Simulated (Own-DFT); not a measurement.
# One trend across several semiconductors

Calculated, not measured: single-point runs of Own-DFT, a retired in-house plane-wave DFT program that no person has reviewed, on unrelaxed cells, without spin or spin-orbit coupling.

Caveats (not all hold for every row): forces on such cells moved up to 12 meV/angstrom on a denser k mesh; k mesh not checked against a denser one; forces on such cells passed a denser k mesh, each cell not checked; stress not checked against mesh or cutoff.

All runs are PBE with PseudoDojo norm-conserving files; cutoff and k mesh are each material's own. Every cell starts from measured lattice constants and was given uniform random strains and small random moves of its atoms. Each triple is the change of volume in per cent, the rms move u in Å and the pressure in GPa.

- 4H SiC (C36Si36), 10.36 Å³/atom unstrained: (-2.63, 0.049, 11.83); (-2.56, 0.051, 11.57); (-0.57, 0.050, 6.91); (-0.06, 0.049, 5.79); (1.81, 0.051, 1.20); (2.11, 0.047, 0.22); (3.11, 0.054, -0.89)
- wurtzite AlN (Al64N64), 10.45 Å³/atom unstrained: withheld
- wurtzite GaN (Ga48N48), 11.42 Å³/atom unstrained: (-2.09, 0.050, 12.02); (-1.22, 0.051, 10.46); (-0.02, 0.048, 7.36); (0.53, 0.051, 6.83); (1.38, 0.048, 4.91); (1.76, 0.053, 4.56); (1.78, 0.050, 4.48)
- diamond silicon (Si64), 20.02 Å³/atom unstrained: (-3.85, 0.047, 6.77); (-2.42, 0.053, 5.39); (-2.08, 0.052, 4.68); (-1.82, 0.052, 4.58); (-1.15, 0.047, 3.51); (1.05, 0.047, 1.74); (2.29, 0.052, 0.50)
- zincblende InP (In32P32), 25.27 Å³/atom unstrained: (-3.03, 0.052, 6.27); (-1.94, 0.046, 5.16); (-1.56, 0.051, 4.96); (-0.08, 0.046, 3.89); (0.43, 0.046, 3.17); (1.57, 0.043, 2.33); (2.61, 0.051, 1.85)
- grey tin (Sn64), 34.15 Å³/atom unstrained: (-2.44, 0.053, 5.02); (-0.80, 0.049, 4.15); (-0.34, 0.045, 3.81); (0.62, 0.051, 3.35); (1.34, 0.050, 3.13); (1.97, 0.054, 2.81); (2.01, 0.052, 2.71)

## Analysis

Fit a line to each set against the fractional change of volume; B is minus its slope, and u is nearly the same within a set. To take it to zero pressure, assume that B rises by 4 GPa for each GPa: B0 = B - 4 x (mean pressure). The bond length of an ideal tetrahedral crystal with the unstrained volume v is d = (√3/4)(8 v)^(1/3). Cohen's empirical rule reads B0 = (1971 - 220 L) d^(-3.5) GPa, with L = 0 for group IV crystals and SiC and 1 for III-V compounds.

| material | L | d (Å) | B (GPa) | mean P (GPa) | B0 (GPa) | rule (GPa) |
|---|---|---|---|---|---|---|
| 4H SiC (C36Si36) | 0 | 1.888 | 231 ± 7 | 5.2 | 210 ± 7 | 213 |
| wurtzite AlN (Al64N64) | 1 | 1.893 | ? | ? | ? | 188 |
| wurtzite GaN (Ga48N48) | 1 | 1.950 | 197 ± 8 | 7.2 | 168 ± 8 | 169 |
| diamond silicon (Si64) | 0 | 2.352 | 101 ± 4 | 3.9 | 86 ± 4 | 99 |
| zincblende InP (In32P32) | 1 | 2.541 | 80 ± 4 | 3.9 | 64 ± 4 | 67 |
| grey tin (Sn64) | 0 | 2.810 | 50 ± 2 | 3.6 | 36 ± 2 | 53 |

A line through ln[B0/(1971 - 220 L)] against ln d has a slope of -4.2 ± 0.3 and a scatter of 11 %. Against the rule, B0 stands at 98 % for 4H SiC, 100 % for wurtzite GaN, 87 % for diamond silicon, 95 % for zincblende InP, 68 % for grey tin. PBE tends to make silicon and heavier crystals too soft, and the rule itself is only a guide.

## Prediction

The question: what B0 does the fitted trend give for wurtzite AlN (Al64N64)?

The line gives 191 GPa. Its own runs give B = 217 ± 10 GPa at a mean pressure of 7.6 GPa, so B0 = 186 GPa.
